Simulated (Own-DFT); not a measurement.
# Reading a pressure off an energy slope: alpha-quartz SiO2, 70 atoms (O46Si24), with two O vacancies

Calculated, not measured. Each geometry was run twice at fixed positions with Own-DFT, a retired in-house plane-wave program that no person has reviewed: with PBE, and with HSE06 (exact exchange share 0.25 at short range, screening 0.11 per bohr, Gygi-Baldereschi treatment of its divergence). Both used PseudoDojo norm-conserving files made for PBE, a cutoff of 48 hartree, the Gamma point alone, fixed occupations, a neutral cell and no spin. One k point on a cell 8.5 Å thick isn't converged, and results move with the size of the cell. The oxygen file's force components were 24 meV/Å off all-electron values in a glass.

Unstrained cell vectors in Å: (9.827, 0.000, 0.000); (-4.913, 8.510, 0.000); (0.000, 0.000, 10.810), volume V0 = 904.1 Å³, from measured lattice constants. Each geometry has its own random strain of a few per cent, its own defect sites and random moves of rms u per axis. HSE06 gave the energy alone. D is its energy less that of PBE, over the lowest D shown. The PBE stress wasn't checked against mesh or cutoff.

```
run,V - V0 (Å³),u (Å),P with PBE (GPa),D (eV)
1,-30.4,0.0305,15.36,0.397
2,-9.8,0.0289,8.92,0.962
3,-17.4,0.0292,11.18,0.717
4,25.1,0.0279,2.32,1.772
5,-40.2,0.0291,17.97,0.000
6,-9.2,0.0315,10.05,0.965
7,3.2,0.0313,6.49,1.257
8,-11.8,0.0336,10.53,0.948
9,-7.6,0.0310,8.45,1.063
10,11.2,0.0289,5.19,1.482
11,-8.9,0.0313,10.15,0.903
12,-18.6,0.0294,11.51,0.700
13,24.7,0.0302,2.37,1.873
14,-26.3,0.0287,13.85,?
```

## Worked fit

D = 1.19 + 0.0268 (V - V0) eV, with an error of 0.0009 on the volume slope and a scatter of 0.06 eV. Pressure is -dE/dV, and 1 eV/Å³ is 160.2 GPa, so HSE06 changes the pressure by -4.3 ± 0.1 GPa. Turning this into a change of volume would need the relaxed stiffness: quartz yields by tilting its tetrahedra, which these fixed-ion runs don't allow.

## The run left out

The question: what D should run 14 give?

The fit gives 0.48 eV, with rows scattering by 0.06. The hidden result is 0.425 eV.
